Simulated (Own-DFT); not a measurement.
SiC (twinned 3C silicon carbide, atoms displaced) (calculated)

A calculation, not a measurement: plane-wave PBE density functional theory by an unreviewed code, no spin, of a simulated periodic cell, stress positive in tension, free energy of the whole cell less one offset for each atom, forces on such cells passed a denser k mesh, this cell's mesh not checked; offsets are fitted by least squares, one for each functional and potential file, so energies compare only between cells with the same atoms and settings and are not formation energies; the far tail of each file's local potential was reset to the Coulomb form; each entry is a single point on an unrelaxed cell, so the pressure reflects the starting lattice, mostly measured values (interpolated for alloys), from which strain is counted, and rises with the displacements; printed positions are rounded, which can move forces by about a meV/angstrom; the program, named Own-DFT, is a retired in-house code; no spin-orbit coupling. Program: Own-DFT development build.

Common to all runs: functional PBE; potential files PseudoDojo norm-conserving, scalar-relativistic, standard set; wave cutoff 42 hartree; occupations Fermi-Dirac; smearing width 0.1 eV; hardware one NVIDIA H100; k mesh 5 x 5 x 2 centred on Gamma.

(1) 
```cif
# cell vector a (Å): 4.3596 -4.3596 0.0000
# cell vector b (Å): 0.0000 4.3596 -4.3596
# cell vector c (Å): 8.7192 8.7192 8.7192
data_SiC
_symmetry_space_group_name_H-M 'P 1'
_symmetry_Int_Tables_number 1
_cell_length_a 6.1654
_cell_length_b 6.1654
_cell_length_c 15.1021
_cell_angle_alpha 90.000
_cell_angle_beta 90.000
_cell_angle_gamma 120.000
_cell_volume 497.15
loop_
_atom_site_label
_atom_site_type_symbol
_atom_site_fract_x
_atom_site_fract_y
_atom_site_fract_z
_atom_site_occupancy
Si1 Si 0.00839 0.01127 0.43548 1
C1 C 0.00812 0.99640 0.06850 1
Si2 Si 0.16212 0.33151 0.10033 1
C2 C 0.17596 0.33120 0.23043 1
Si3 Si 0.34525 0.18241 0.26870 1
C3 C 0.32057 0.16823 0.39395 1
Si4 Si 0.01184 0.50183 0.43730 1
C4 C 0.00964 0.51396 0.05998 1
Si5 Si 0.17075 0.85251 0.10954 1
C5 C 0.15486 0.81777 0.22822 1
Si6 Si 0.33074 0.65850 0.27441 1
C6 C 0.33373 0.67196 0.39161 1
Si7 Si 0.51108 0.01402 0.43611 1
C7 C 0.48082 0.99422 0.05912 1
Si8 Si 0.67138 0.35241 0.10532 1
C8 C 0.65423 0.32900 0.23254 1
Si9 Si 0.84752 0.17437 0.26592 1
C9 C 0.82959 0.16130 0.39649 1
Si10 Si 0.50021 0.49617 0.44042 1
C10 C 0.48910 0.49436 0.06524 1
Si11 Si 0.67645 0.82883 0.10456 1
C11 C 0.65785 0.81921 0.22840 1
Si12 Si 0.83008 0.68015 0.26530 1
C12 C 0.82738 0.66326 0.39632 1
Si13 Si 0.99570 0.97967 0.93504 1
C13 C 0.98274 0.99910 0.55824 1
Si14 Si 0.84872 0.68037 0.60363 1
C14 C 0.84713 0.67344 0.72998 1
Si15 Si 0.65677 0.81199 0.76949 1
C15 C 0.67145 0.85341 0.89696 1
Si16 Si 0.00570 0.50733 0.93619 1
C16 C 0.97884 0.49689 0.56238 1
Si17 Si 0.85619 0.15819 0.60690 1
C17 C 0.84068 0.16143 0.72466 1
Si18 Si 0.68081 0.34483 0.77202 1
C18 C 0.67107 0.32106 0.89559 1
Si19 Si 0.50693 0.00739 0.93284 1
C19 C 0.48826 0.99657 0.56234 1
Si20 Si 0.34030 0.67115 0.59686 1
C20 C 0.33003 0.65423 0.72555 1
Si21 Si 0.15933 0.85223 0.76478 1
C21 C 0.15774 0.83524 0.89654 1
Si22 Si 0.51666 0.51573 0.93657 1
C22 C 0.48101 0.49404 0.56347 1
Si23 Si 0.31066 0.15112 0.60726 1
C23 C 0.32371 0.16482 0.72598 1
Si24 Si 0.18804 0.33925 0.77631 1
C24 C 0.15797 0.35176 0.89715 1
_calc_free_energy_of_cell_above_offsets '-2.058'  # eV
_calc_pressure 6.26  # GPa
_calc_stress_xx -3.68  # GPa
_calc_stress_yy -9.3  # GPa
_calc_stress_zz -5.82  # GPa
_calc_stress_yz -0.41  # GPa
_calc_stress_xz -0.29  # GPa
_calc_stress_xy 1.9  # GPa
_calc_wall_time 190.2  # s
```

Force:
```
element  x (eV/Å)  y (eV/Å)  z (eV/Å)
     Si    -2.211    -0.308     1.755
      C    -2.808     0.709    -2.015
     Si     0.478      1.27     0.109
      C    -1.665     0.332    -1.464
     Si    -1.354     0.325     3.616
      C      1.95    -1.449    -0.645
     Si    -1.706     1.386    -0.212
      C    -0.286      1.04     1.087
     Si    -0.038    -3.318     1.464
      C     2.056     0.731    -0.775
     Si    -1.345    -0.453     -1.79
      C     2.105     0.857      1.35
     Si    -1.536     0.861     1.293
      C     3.019    -0.876    -0.968
     Si    -0.667    -1.933     1.639
      C     1.838    -2.525    -2.398
     Si     -0.77     1.462     1.915
      C     0.532    -0.775    -1.966
     Si    -0.611    -0.048    -1.161
      C     0.507    -1.174     -1.92
     Si    -1.978     1.995    -0.597
      C    -0.216     1.561    -2.351
     Si     1.966    -0.382     3.551
      C     0.597    -0.573    -0.873
     Si     1.522     3.906    -1.964
      C     2.126    -3.168     0.906
     Si     -2.74     0.652      1.54
      C    -2.486     0.405     0.428
     Si     0.398     1.342    -2.484
      C    -0.679    -2.854     1.379
     Si    -0.186     1.746     0.303
      C     1.892    -2.486     0.157
     Si    -3.403     5.008    -2.406
      C     1.564     1.789     1.749
     Si    -1.233    -2.358     0.735
      C    -0.175      1.77    -3.145
     Si    -0.632     2.419     2.643
      C     0.996    -0.257    -0.876
     Si    -0.778     2.347     1.562
      C      0.43     1.289    -1.038
     Si     3.185    -2.025     3.249
      C     0.144    -2.982    -1.313
     Si    -1.181     0.894     1.617
      C     1.433    -1.932      0.53
     Si     0.283    -1.709    -2.874
      C     2.882     0.367    -0.412
     Si     -3.29     1.226     -0.65
      C     2.072    -4.104     1.718
```

(2) 
```cif
# cell vector a (Å): 4.3596 -4.3596 0.0000
# cell vector b (Å): 0.0000 4.3596 -4.3596
# cell vector c (Å): 8.7192 8.7192 8.7192
data_SiC
_symmetry_space_group_name_H-M 'P 1'
_symmetry_Int_Tables_number 1
_cell_length_a 6.1654
_cell_length_b 6.1654
_cell_length_c 15.1021
_cell_angle_alpha 90.000
_cell_angle_beta 90.000
_cell_angle_gamma 120.000
_cell_volume 497.15
loop_
_atom_site_label
_atom_site_type_symbol
_atom_site_fract_x
_atom_site_fract_y
_atom_site_fract_z
_atom_site_occupancy
Si1 Si 0.99495 0.00402 0.43984 1
C1 C 0.00167 0.00789 0.06023 1
Si2 Si 0.15365 0.32446 0.10375 1
C2 C 0.17249 0.33755 0.22970 1
Si3 Si 0.34012 0.16934 0.27279 1
C3 C 0.32332 0.17641 0.39054 1
Si4 Si 0.00050 0.51018 0.43667 1
C4 C 0.02429 0.52119 0.06663 1
Si5 Si 0.14895 0.83332 0.10649 1
C5 C 0.16726 0.83143 0.23594 1
Si6 Si 0.34135 0.67067 0.27322 1
C6 C 0.34379 0.67297 0.40189 1
Si7 Si 0.48548 0.00099 0.43213 1
C7 C 0.50836 0.00682 0.05366 1
Si8 Si 0.66980 0.34637 0.10408 1
C8 C 0.68008 0.34451 0.23175 1
Si9 Si 0.83042 0.15442 0.27429 1
C9 C 0.82187 0.15971 0.39715 1
Si10 Si 0.50271 0.49621 0.43537 1
C10 C 0.50863 0.49412 0.06421 1
Si11 Si 0.67437 0.83769 0.10535 1
C11 C 0.67338 0.83559 0.22701 1
Si12 Si 0.82456 0.66476 0.27649 1
C12 C 0.82154 0.66350 0.39387 1
Si13 Si 0.01010 0.00896 0.93814 1
C13 C 0.01242 0.01228 0.56329 1
Si14 Si 0.84034 0.67671 0.60543 1
C14 C 0.83685 0.65501 0.72676 1
Si15 Si 0.66371 0.83831 0.77228 1
C15 C 0.69579 0.83295 0.88787 1
Si16 Si 0.01012 0.50780 0.93101 1
C16 C 0.98736 0.48273 0.56322 1
Si17 Si 0.83638 0.17302 0.60648 1
C17 C 0.83313 0.15625 0.73514 1
Si18 Si 0.66730 0.33804 0.77405 1
C18 C 0.66429 0.32915 0.89508 1
Si19 Si 0.48409 0.00469 0.94023 1
C19 C 0.50033 0.99784 0.56664 1
Si20 Si 0.33258 0.67446 0.60421 1
C20 C 0.32606 0.67348 0.73640 1
Si21 Si 0.15664 0.82673 0.77073 1
C21 C 0.15322 0.83219 0.89333 1
Si22 Si 0.47869 0.48862 0.93114 1
C22 C 0.48538 0.48154 0.56087 1
Si23 Si 0.32911 0.16328 0.60777 1
C23 C 0.33513 0.17210 0.73290 1
Si24 Si 0.16825 0.32831 0.76119 1
C24 C 0.16664 0.33769 0.89249 1
_calc_free_energy_of_cell_above_offsets '-3.637'  # eV
_calc_pressure 5.37  # GPa
_calc_stress_xx -5.07  # GPa
_calc_stress_yy -4.74  # GPa
_calc_stress_zz -6.31  # GPa
_calc_stress_yz 0.53  # GPa
_calc_stress_xz -1.1  # GPa
_calc_stress_xy -1.25  # GPa
_calc_wall_time 182.9  # s
```

Force:
```
element  x (eV/Å)  y (eV/Å)  z (eV/Å)
     Si     -0.44    -0.341    -0.279
      C     -0.07     0.238     1.134
     Si     2.753     0.294    -1.408
      C    -0.267     0.062      0.89
     Si    -1.644    -0.918    -1.522
      C     1.222     0.292     2.223
     Si    -0.082    -0.684     1.546
      C    -3.176    -0.829     0.673
     Si     2.825    -1.027    -0.915
      C    -0.676    -0.018    -1.009
     Si    -0.962    -0.164     0.234
      C    -2.238    -0.572    -0.434
     Si     2.277      1.15     0.617
      C     2.715     3.347     3.192
     Si     1.063    -2.227     1.301
      C    -1.115    -0.485     1.224
     Si      0.45     0.107    -2.369
      C     0.535     0.388    -0.741
     Si     0.185     1.994     0.995
      C    -2.222       1.9    -1.815
     Si    -2.503    -0.439    -0.524
      C     0.156     0.909     0.854
     Si    -0.226    -2.288    -1.915
      C     2.541     0.832     0.332
     Si    -1.723     0.032    -0.168
      C    -1.264     0.313     1.301
     Si    -1.745     -0.86     0.937
      C    -0.535     1.815    -0.835
     Si      -0.5    -1.877     0.779
      C    -0.568     3.789     2.394
     Si    -0.041     1.944     1.923
      C      1.02     0.986    -3.091
     Si    -0.672    -0.167     1.853
      C    -1.344    -0.026    -2.813
     Si    -0.365    -1.318     0.445
      C     0.159     0.674    -0.117
     Si    -0.902    -4.026    -1.607
      C    -0.841     -0.05    -1.376
     Si     -0.24    -0.792     1.657
      C    -0.663    -2.851    -0.643
     Si     0.542     0.975    -0.915
      C     1.629    -0.493    -0.355
     Si     4.461    -0.412     -1.12
      C     1.855     0.926    -1.513
     Si     1.125     -0.96    -0.441
      C    -0.576    -1.839     0.334
     Si     1.347     3.041     0.777
      C    -1.261    -0.345     0.308
```

(3) 
```cif
# cell vector a (Å): 4.3596 -4.3596 0.0000
# cell vector b (Å): 0.0000 4.3596 -4.3596
# cell vector c (Å): 8.7192 8.7192 8.7192
data_SiC
_symmetry_space_group_name_H-M 'P 1'
_symmetry_Int_Tables_number 1
_cell_length_a 6.1654
_cell_length_b 6.1654
_cell_length_c 15.1021
_cell_angle_alpha 90.000
_cell_angle_beta 90.000
_cell_angle_gamma 120.000
_cell_volume 497.15
loop_
_atom_site_label
_atom_site_type_symbol
_atom_site_fract_x
_atom_site_fract_y
_atom_site_fract_z
_atom_site_occupancy
Si1 Si 0.99610 0.99835 0.43710 1
C1 C 0.98844 0.98672 0.06350 1
Si2 Si 0.14543 0.33142 0.09689 1
C2 C 0.16351 0.32300 0.22931 1
Si3 Si 0.34140 0.18149 0.27466 1
C3 C 0.34309 0.16349 0.39613 1
Si4 Si 0.00332 0.50806 0.44385 1
C4 C 0.01699 0.51200 0.07179 1
Si5 Si 0.16121 0.84249 0.10401 1
C5 C 0.14278 0.81646 0.23172 1
Si6 Si 0.31598 0.66957 0.26870 1
C6 C 0.33502 0.67149 0.38806 1
Si7 Si 0.48009 0.97610 0.43600 1
C7 C 0.51195 0.99339 0.06404 1
Si8 Si 0.67843 0.33574 0.10313 1
C8 C 0.65644 0.32840 0.22843 1
Si9 Si 0.83836 0.15742 0.26746 1
C9 C 0.83497 0.18430 0.39528 1
Si10 Si 0.50654 0.52635 0.44562 1
C10 C 0.51700 0.51256 0.05965 1
Si11 Si 0.65782 0.82447 0.10782 1
C11 C 0.67718 0.84195 0.23369 1
Si12 Si 0.83478 0.67474 0.27781 1
C12 C 0.84448 0.66313 0.39102 1
Si13 Si 0.99755 0.99816 0.93081 1
C13 C 0.02068 0.01478 0.56665 1
Si14 Si 0.83772 0.67778 0.60290 1
C14 C 0.84281 0.65706 0.72783 1
Si15 Si 0.67809 0.83978 0.77394 1
C15 C 0.65300 0.81954 0.90010 1
Si16 Si 0.99455 0.51359 0.93338 1
C16 C 0.99167 0.50872 0.56197 1
Si17 Si 0.83477 0.18943 0.59853 1
C17 C 0.82676 0.16239 0.73247 1
Si18 Si 0.65992 0.33184 0.77222 1
C18 C 0.66453 0.33515 0.89492 1
Si19 Si 0.50551 0.01241 0.94455 1
C19 C 0.51137 0.01964 0.56351 1
Si20 Si 0.34478 0.67465 0.60096 1
C20 C 0.32292 0.66309 0.72421 1
Si21 Si 0.16706 0.83407 0.77204 1
C21 C 0.17034 0.81776 0.89553 1
Si22 Si 0.50413 0.50115 0.93713 1
C22 C 0.47049 0.48228 0.56165 1
Si23 Si 0.32643 0.16508 0.60179 1
C23 C 0.31397 0.16522 0.73586 1
Si24 Si 0.17215 0.32147 0.76852 1
C24 C 0.15336 0.31975 0.89633 1
_calc_free_energy_of_cell_above_offsets '-1.454'  # eV
_calc_pressure 6.41  # GPa
_calc_stress_xx -4.82  # GPa
_calc_stress_yy -6.52  # GPa
_calc_stress_zz -7.9  # GPa
_calc_stress_yz 1.45  # GPa
_calc_stress_xz -1.1  # GPa
_calc_stress_xy 0.18  # GPa
_calc_wall_time 185.5  # s
```

Force:
```
element  x (eV/Å)  y (eV/Å)  z (eV/Å)
     Si     0.634    -0.345    -1.642
      C    -0.518     0.149    -2.252
     Si     4.408    -2.931     2.626
      C    -0.047     0.255    -1.938
     Si    -1.391    -1.263     0.984
      C    -0.233     2.493     -0.24
     Si    -2.252    -2.419    -1.249
      C    -4.178     0.484    -2.661
     Si      1.89    -0.109     1.054
      C     1.406    -0.265    -2.998
     Si      0.31    -2.557     0.136
      C     1.192     1.278     3.195
     Si     2.465     0.899    -3.582
      C    -0.697     2.696    -0.696
     Si    -0.197     1.769     0.553
      C     1.394    -0.658    -0.519
     Si     0.691     3.288    -1.285
      C      0.06    -1.012      2.22
     Si    -2.898    -4.691     -0.39
      C    -1.318     0.089     2.381
     Si      1.34    -0.896     0.057
      C     -2.86    -0.417     1.438
     Si    -3.723    -2.628    -0.613
      C     2.124     4.757      2.28
     Si     0.653     0.753     2.609
      C    -4.964     1.028     0.601
     Si    -0.073      1.11     0.761
      C    -0.874     1.971    -0.435
     Si    -2.169    -0.296     0.828
      C     0.179    -0.388    -2.905
     Si      1.18    -1.418     4.042
      C     1.813    -0.076    -0.858
     Si     1.952    -0.559     3.109
      C    -0.346    -0.604    -1.554
     Si    -0.181    -0.983     0.119
      C     0.205     0.371     0.427
     Si    -1.422    -2.206     0.343
      C    -1.879    -1.139     1.368
     Si    -0.115     2.658     0.541
      C     1.927    -0.451     0.489
     Si    -0.077    -1.418     0.483
      C     0.711      1.92    -3.325
     Si    -1.102     0.935     1.251
      C     3.392     0.434    -1.668
     Si     2.972     0.024     1.115
      C     1.161    -5.969    -0.463
     Si      -1.4     6.127    -1.723
      C     0.853     0.209    -2.016
```

(4) 
```cif
# cell vector a (Å): 4.3596 -4.3596 0.0000
# cell vector b (Å): 0.0000 4.3596 -4.3596
# cell vector c (Å): 8.7192 8.7192 8.7192
data_SiC
_symmetry_space_group_name_H-M 'P 1'
_symmetry_Int_Tables_number 1
_cell_length_a 6.1654
_cell_length_b 6.1654
_cell_length_c 15.1021
_cell_angle_alpha 90.000
_cell_angle_beta 90.000
_cell_angle_gamma 120.000
_cell_volume 497.15
loop_
_atom_site_label
_atom_site_type_symbol
_atom_site_fract_x
_atom_site_fract_y
_atom_site_fract_z
_atom_site_occupancy
Si1 Si 0.00243 0.01447 0.43917 1
C1 C 0.00279 0.00411 0.05481 1
Si2 Si 0.16418 0.34293 0.10131 1
C2 C 0.16469 0.33776 0.23143 1
Si3 Si 0.33973 0.17453 0.27070 1
C3 C 0.32156 0.16378 0.38842 1
Si4 Si 0.99338 0.49566 0.43414 1
C4 C 0.98857 0.49664 0.06586 1
Si5 Si 0.18262 0.84239 0.10833 1
C5 C 0.14293 0.80447 0.22716 1
Si6 Si 0.31851 0.67752 0.27024 1
C6 C 0.34128 0.67960 0.39442 1
Si7 Si 0.51848 0.00687 0.43648 1
C7 C 0.49095 0.98269 0.06221 1
Si8 Si 0.66110 0.33021 0.10498 1
C8 C 0.65535 0.34603 0.23220 1
Si9 Si 0.82760 0.15306 0.26583 1
C9 C 0.85795 0.19199 0.39505 1
Si10 Si 0.48903 0.49014 0.44181 1
C10 C 0.49457 0.52082 0.05623 1
Si11 Si 0.69178 0.84129 0.09923 1
C11 C 0.65849 0.83018 0.23567 1
Si12 Si 0.82714 0.65593 0.27420 1
C12 C 0.84897 0.66945 0.39994 1
Si13 Si 0.99842 0.99622 0.94036 1
C13 C 0.01086 0.01872 0.56626 1
Si14 Si 0.82399 0.66463 0.60696 1
C14 C 0.83458 0.64959 0.72592 1
Si15 Si 0.67635 0.85132 0.77125 1
C15 C 0.65740 0.82053 0.89608 1
Si16 Si 0.99270 0.49147 0.94125 1
C16 C 0.97137 0.48455 0.56444 1
Si17 Si 0.82105 0.15885 0.61051 1
C17 C 0.82908 0.16131 0.72606 1
Si18 Si 0.67105 0.33999 0.77892 1
C18 C 0.66490 0.32737 0.89290 1
Si19 Si 0.49693 0.01609 0.93960 1
C19 C 0.49281 0.00143 0.56254 1
Si20 Si 0.32820 0.65462 0.60385 1
C20 C 0.33660 0.65592 0.73118 1
Si21 Si 0.14798 0.81631 0.77217 1
C21 C 0.15745 0.82649 0.89684 1
Si22 Si 0.51717 0.49274 0.94218 1
C22 C 0.48778 0.49802 0.56044 1
Si23 Si 0.32220 0.15569 0.60722 1
C23 C 0.34026 0.15962 0.73350 1
Si24 Si 0.14449 0.33711 0.76346 1
C24 C 0.16613 0.32811 0.90346 1
_calc_free_energy_of_cell_above_offsets '-1.971'  # eV
_calc_pressure 6.11  # GPa
_calc_stress_xx -5.67  # GPa
_calc_stress_yy -5.84  # GPa
_calc_stress_zz -6.82  # GPa
_calc_stress_yz -2.06  # GPa
_calc_stress_xz -0.56  # GPa
_calc_stress_xy -1.87  # GPa
_calc_wall_time 191.3  # s
```

Force:
```
element  x (eV/Å)  y (eV/Å)  z (eV/Å)
     Si     0.224    -1.345      1.04
      C     4.102     1.611     2.081
     Si     0.621    -0.141     0.891
      C    -1.078    -1.306    -0.645
     Si    -2.461     0.676     0.621
      C     3.042     0.794     1.436
     Si      3.82     1.675    -0.657
      C    -0.083     0.269    -0.824
     Si    -3.353     0.172     0.604
      C     1.114      2.07    -3.044
     Si     1.967    -2.277     2.287
      C    -0.036     -0.07     1.076
     Si    -1.033     1.357    -0.192
      C       2.2     0.707    -1.837
     Si    -0.282     1.096     -0.12
      C    -0.505    -3.635     1.035
     Si     1.744      2.14    -1.085
      C    -3.282    -1.502     2.209
     Si    -0.783    -1.694    -2.536
      C     2.576    -0.163     3.527
     Si     -0.81      2.44     1.596
      C    -1.354    -2.097    -0.852
     Si     0.484     2.214    -0.881
      C    -2.327      1.91    -0.872
     Si    -2.642    -1.756     -2.13
      C     -2.51     0.109     1.646
     Si    -0.954    -1.478    -1.231
      C     0.306     2.977    -0.115
     Si    -0.824    -1.029      3.44
      C     0.949      0.62    -1.284
     Si     1.122    -0.953    -0.756
      C     1.366    -1.039    -0.992
     Si    -2.113    -1.535    -2.701
      C     0.722     2.753       0.8
     Si    -3.872    -2.501     -1.34
      C     2.814     1.594     1.259
     Si    -1.546    -2.866     2.545
      C     0.199    -0.959     0.955
     Si    -1.261     1.929    -0.753
      C    -0.393     0.886    -2.201
     Si     2.126    -0.899     -1.46
      C     0.308    -0.027     0.244
     Si    -4.037     0.906    -2.757
      C     1.587    -0.025     1.533
     Si     2.142    -0.117    -0.862
      C    -1.394     0.995     -0.26
     Si     4.534     -1.65     2.894
      C    -1.137    -0.831    -1.331
```

(5) 
```cif
# cell vector a (Å): 4.3596 -4.3596 0.0000
# cell vector b (Å): 0.0000 4.3596 -4.3596
# cell vector c (Å): 8.7192 8.7192 8.7192
data_SiC
_symmetry_space_group_name_H-M 'P 1'
_symmetry_Int_Tables_number 1
_cell_length_a 6.1654
_cell_length_b 6.1654
_cell_length_c 15.1021
_cell_angle_alpha 90.000
_cell_angle_beta 90.000
_cell_angle_gamma 120.000
_cell_volume 497.15
loop_
_atom_site_label
_atom_site_type_symbol
_atom_site_fract_x
_atom_site_fract_y
_atom_site_fract_z
_atom_site_occupancy
Si1 Si 0.01386 0.99495 0.43391 1
C1 C 0.00843 0.01173 0.06058 1
Si2 Si 0.15688 0.33858 0.10278 1
C2 C 0.18288 0.34795 0.23283 1
Si3 Si 0.33239 0.17050 0.27504 1
C3 C 0.33667 0.16736 0.39852 1
Si4 Si 0.00622 0.51163 0.43647 1
C4 C 0.00193 0.50589 0.06712 1
Si5 Si 0.17251 0.82800 0.10811 1
C5 C 0.18087 0.83027 0.22565 1
Si6 Si 0.34102 0.66389 0.27231 1
C6 C 0.32365 0.65660 0.39651 1
Si7 Si 0.50803 0.00530 0.43599 1
C7 C 0.51157 0.01531 0.06172 1
Si8 Si 0.67978 0.34809 0.10688 1
C8 C 0.70542 0.33869 0.22369 1
Si9 Si 0.81118 0.14744 0.27792 1
C9 C 0.83567 0.17566 0.40532 1
Si10 Si 0.48970 0.47608 0.44019 1
C10 C 0.48393 0.49866 0.06548 1
Si11 Si 0.70193 0.84596 0.11075 1
C11 C 0.67660 0.83973 0.23370 1
Si12 Si 0.82737 0.66667 0.28178 1
C12 C 0.83109 0.67652 0.39575 1
Si13 Si 0.00446 0.00479 0.93317 1
C13 C 0.02318 0.99496 0.56434 1
Si14 Si 0.83585 0.67509 0.60780 1
C14 C 0.84309 0.67308 0.72591 1
Si15 Si 0.67891 0.83369 0.77509 1
C15 C 0.66649 0.83695 0.90033 1
Si16 Si 0.99681 0.51103 0.93693 1
C16 C 0.00869 0.50697 0.55739 1
Si17 Si 0.84878 0.17872 0.60754 1
C17 C 0.82909 0.16231 0.72792 1
Si18 Si 0.67209 0.33523 0.77609 1
C18 C 0.66118 0.33878 0.89588 1
Si19 Si 0.52222 0.00081 0.93497 1
C19 C 0.49153 0.00510 0.56655 1
Si20 Si 0.33437 0.66380 0.60594 1
C20 C 0.32050 0.66580 0.72656 1
Si21 Si 0.17518 0.83326 0.76570 1
C21 C 0.13923 0.81985 0.89320 1
Si22 Si 0.49700 0.50472 0.93910 1
C22 C 0.48454 0.49170 0.56494 1
Si23 Si 0.32897 0.16564 0.60366 1
C23 C 0.35241 0.16940 0.72522 1
Si24 Si 0.16262 0.33366 0.76585 1
C24 C 0.16989 0.32885 0.89781 1
_calc_free_energy_of_cell_above_offsets '-2.236'  # eV
_calc_pressure 6.2  # GPa
_calc_stress_xx -5.65  # GPa
_calc_stress_yy -6.38  # GPa
_calc_stress_zz -6.58  # GPa
_calc_stress_yz -0.47  # GPa
_calc_stress_xz 0.2  # GPa
_calc_stress_xy -1.66  # GPa
_calc_wall_time 195.2  # s
```

Force:
```
element  x (eV/Å)  y (eV/Å)  z (eV/Å)
     Si     0.342     3.818     0.612
      C     0.727    -1.055     0.899
     Si     1.972    -0.366     1.356
      C     -1.98    -0.912     1.798
     Si    -0.746     -2.71    -1.349
      C    -0.731     -1.99     0.131
     Si    -0.346     0.338     0.866
      C    -1.428    -0.706    -1.727
     Si    -0.155    -0.509    -3.263
      C     1.422     3.602     1.297
     Si    -0.409     0.864    -0.607
      C     1.646    -0.891    -1.357
     Si     0.497     0.977     2.914
      C     0.584    -0.636      1.19
     Si    -2.923     -0.42      0.11
      C    -0.062     5.031     1.845
     Si     3.009    -0.543    -2.663
      C    -0.875    -2.358    -0.549
     Si     1.271     2.748    -2.599
      C     2.326    -1.041    -1.244
     Si    -3.961     1.108    -0.309
      C    -0.317    -0.881     1.392
     Si    -1.819    -4.881    -2.754
      C      0.98     0.477     3.057
     Si     1.028     0.995     1.395
      C    -3.647     2.042    -0.614
     Si    -1.703    -2.221     -0.06
      C     0.561     1.334     1.801
     Si    -1.885    -0.046    -0.504
      C    -0.415    -3.173    -0.412
     Si      0.46    -0.834     2.112
      C     0.678     1.878     1.544
     Si    -2.714    -1.176     -0.53
      C     1.417     0.701     0.672
     Si     -1.35    -0.952     -1.67
      C     0.815    -0.463     0.705
     Si    -1.489     5.127     0.286
      C     1.026     -2.86    -0.319
     Si    -0.997     0.442    -2.009
      C     2.388    -1.712     1.146
     Si     0.157     2.425    -0.076
      C     2.196    -1.773    -2.209
     Si     0.425     0.277     1.181
      C     1.423    -1.108    -1.198
     Si     2.493    -0.687     0.032
      C    -0.266     2.321     0.741
     Si     1.697     -0.31     1.133
      C     -1.32     0.711    -2.194
```
